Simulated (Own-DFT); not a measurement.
# One host, several defects: B20 RuSi

Source: density functional calculations with Own-DFT, an unreviewed in-house program that is no longer used. Nothing was measured or relaxed, and spin and spin-orbit coupling are left out.

Common settings: PBE; PseudoDojo norm-conserving scalar-relativistic files; cutoff 50 hartree; 5 x 4 x 5 k mesh centred on Gamma; cold (Marzari-Vanderbilt) smearing of 0.2 eV.

Caveats (not all hold for every row): not probed for a lower state with spin; forces on such cells failed a check on a denser k mesh; stress not checked against mesh or cutoff.

All runs share one cell, with vectors in Å (4.709, 0.000, 4.709); (0.000, 9.417, 0.000); (-4.709, 0.000, 4.709) and a volume of 417.6 Å³. The atoms are randomly displaced, by u rms on each axis. The defect's site can differ from row to row.

```
cell,formula,u (Å),P (GPa)
no defect,Ru16Si16,0.0188,4.49
no defect,Ru16Si16,0.0515,6.82
no defect,Ru16Si16,0.0522,6.59
one Ru on a Si site,Ru17Si15,0.0244,8.38
one Ru on a Si site,Ru17Si15,0.0259,7.93
one Ru on a Si site,Ru17Si15,0.0504,9.67
one Ru vacancy,Ru15Si16,0.0248,2.30
one Ru vacancy,Ru15Si16,0.0340,3.11
one Ru vacancy,Ru15Si16,0.0430,3.53
one Ru vacancy,Ru15Si16,0.0505,?
one Si vacancy,Ru16Si15,0.0305,2.64
one Si vacancy,Ru16Si15,0.0481,3.21
one Si vacancy,Ru16Si15,0.0490,2.91
one Si on a Ru site,Ru15Si17,0.0289,6.12
one Si on a Ru site,Ru15Si17,0.0506,7.05
one Si on a Ru site,Ru15Si17,0.0569,9.03
```

## Analysis

P = P0 + c u² + a shift for each defect gives P0 = 4.30 GPa, c = 873 ± 132 GPa/Å² and a scatter of 0.44 GPa. The shifts, and each times the cell's volume:

- one Ru on a Si site: 3.25 ± 0.37 GPa, 8.5 eV
- one Si on a Ru site: 1.17 ± 0.36 GPa, 3.0 eV
- one Ru vacancy: -2.37 ± 0.37 GPa, -6.2 eV
- one Si vacancy: -3.02 ± 0.36 GPa, -7.9 eV

A positive shift means that the defect pushes the cell outwards. Shift times volume (160.2 GPa Å³ is 1 eV) depends little on the cell's size, so, taken for each site, it can be compared between cells at like pressure. The atoms around the defects weren't relaxed, which would change these numbers.

## Withheld run

Question: what pressure belongs in the blank (one Ru vacancy, u = 0.0505 Å)?

The fit gives 4.15 ± 0.54 GPa. The calculation gave 4.33 GPa.
